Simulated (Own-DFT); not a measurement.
# Strain and stress in wurtzite AlN, 128 atoms (Al64N64)

Calculated results; nothing here was measured. They come from Own-DFT, an in-house plane-wave density functional program, since retired, whose code no person has reviewed. Each row is one single-point run on a periodic cell that was not relaxed, without spin or spin-orbit coupling.

Settings of every run: PBE; PseudoDojo norm-conserving scalar-relativistic files; cutoff 42 hartree; 3 x 3 x 3 k mesh centred on Gamma; Gaussian smearing of 0.01 eV.

Known limits: k mesh not checked against a denser one; stress not checked against mesh or cutoff.

Unstrained cell vectors in Å: (12.448, 0.000, 0.000); (-6.224, 10.780, 0.000); (0.000, 0.000, 9.964). The unstrained cell has measured lattice constants (interpolated for alloys), not those of this functional. That, the random moves and any unrelaxed bonds set the pressure at no strain. Each run strains this cell uniformly, with the atoms carried along. Every atom was also moved at random, by a Gaussian of width 0.05 Å on each axis. Strain is the symmetric tensor, in per cent. Stress is positive in tension, and the pressure is minus a third of its trace.

| run | e_xx (%) | e_yy (%) | e_zz (%) | e_yz (%) | e_xz (%) | e_xy (%) | s_xx (GPa) | s_yy (GPa) | s_zz (GPa) | s_yz (GPa) | s_xz (GPa) | s_xy (GPa) | P (GPa) | E (meV/atom) |
|---|---|---|---|---|---|---|---|---|---|---|---|---|---|---|
| 1 | 1.77 | -1.72 | -0.72 | 1.83 | 1.86 | -1.78 | 0.06 | -13.63 | -8.34 | 5.69 | 4.18 | -5.96 | 7.30 | 32.7 |
| 2 | 0.73 | 0.49 | 0.06 | 0.17 | -1.81 | -2.00 | -2.23 | -3.23 | -4.18 | -0.27 | -5.15 | -6.26 | 3.21 | 18.1 |
| 3 | -0.79 | -1.28 | -0.83 | -0.45 | -1.12 | -1.18 | -9.88 | -15.34 | -11.65 | -0.92 | -2.65 | -4.89 | 12.29 | 37.9 |
| 4 | 0.89 | 1.52 | 0.63 | -0.46 | 0.47 | 0.71 | -0.96 | 2.09 | 1.24 | -1.31 | 0.96 | 2.03 | -0.79 | 0.0 |
| 5 | -0.28 | 0.15 | -0.16 | -1.86 | -0.78 | 1.81 | -8.96 | -5.21 | -6.75 | -4.37 | -2.01 | 7.41 | 6.97 | 42.2 |
| 6 | 0.82 | -1.80 | 1.66 | 1.29 | -0.18 | -0.83 | -3.64 | -11.72 | 0.62 | 3.06 | -0.18 | -4.45 | 4.91 | 22.8 |
| 7 | -1.85 | -1.35 | 0.88 | -0.50 | 1.61 | -0.86 | -16.13 | -13.53 | -4.30 | -1.29 | 2.93 | -4.50 | 11.32 | 32.9 |
| 8 | 0.72 | 0.71 | 1.92 | -1.32 | -0.04 | -0.22 | -0.81 | -0.67 | 3.96 | -3.12 | 0.13 | -1.05 | -0.83 | 13.8 |
| 9 | 0.52 | 1.34 | -0.41 | -1.96 | 0.44 | 1.19 | -2.42 | 0.78 | -6.69 | -4.25 | 0.78 | 2.33 | 2.77 | 26.5 |
| 10 | 0.97 | -0.64 | -0.16 | 0.45 | 1.29 | 0.39 | -1.82 | -9.16 | -4.72 | 1.21 | 3.33 | 1.82 | 5.23 | 18.3 |
| 11 | -1.96 | 1.80 | -1.45 | 1.21 | -1.53 | -0.96 | -14.78 | -1.39 | -12.66 | 3.54 | -4.00 | -4.04 | 9.61 | 46.6 |
| 12 | -1.38 | -0.22 | -1.69 | -0.87 | 1.02 | -1.29 | -12.65 | -8.39 | -18.96 | -2.75 | 2.51 | -3.81 | 13.33 | 46.8 |
| 13 | 0.45 | 1.89 | 1.32 | 0.93 | -0.98 | 1.45 | -1.56 | 3.78 | 1.62 | 1.80 | -2.08 | 5.14 | -1.28 | 18.1 |
| 14 | 0.62 | 1.45 | -0.37 | 0.34 | 1.04 | -1.80 | -2.63 | 0.93 | -5.66 | 0.22 | 1.53 | -6.71 | 2.45 | 23.7 |
| 15 | 0.51 | -0.31 | 0.00 | 1.77 | 1.40 | -1.19 | -2.98 | -6.58 | -6.45 | 3.96 | 3.62 | -3.77 | 5.34 | 22.9 |
| 16 | 1.59 | -0.13 | 0.75 | 1.16 | 0.35 | 0.39 | ? | ? | ? | ? | ? | ? | ? | ? |

E is the free energy for each atom above the lowest run shown.

## Worked fit

Each stress component was fitted by least squares to a constant and the strains of the runs shown, as fractions, with shears doubled. Shear strains stay in the fit of a normal stress only where such slopes are resolved. The slopes, in GPa:

```
stress  at no strain  per e_xx  per e_yy  per e_zz  scatter
  s_xx          -6.1  472 ± 22   79 ± 17   29 ± 23     0.84
  s_yy          -6.2   90 ± 23  469 ± 18   85 ± 24     0.87
  s_zz          -6.0  131 ± 34   92 ± 27  481 ± 36     1.33
```

Each shear stress against twice its own strain: yz 125 ± 8, xz 117 ± 6, xy 179 ± 15 GPa. These are stiffnesses along x, y and z of the frame in which the cell vectors are given, which need not be the crystal's axes. The atoms are held to the strained lattice; where symmetry lets them move under strain, relaxing them would lower some slopes. The table should be nearly symmetric about its diagonal, and what it lacks of that shows the noise. A ninth of its sum, 214 ± 4 GPa, estimates the bulk modulus near the mean pressure of these runs, 5.5 GPa, so it lies above the value at zero pressure.

## Withheld run

Question: what normal stresses and pressure should run 16 give?

The fit gives s_xx = 1.5, s_yy = -4.7, s_zz = -0.5 and P = 1.2 GPa. The calculation gave 1.85, -4.18, -1.24 and P = 1.19 GPa.
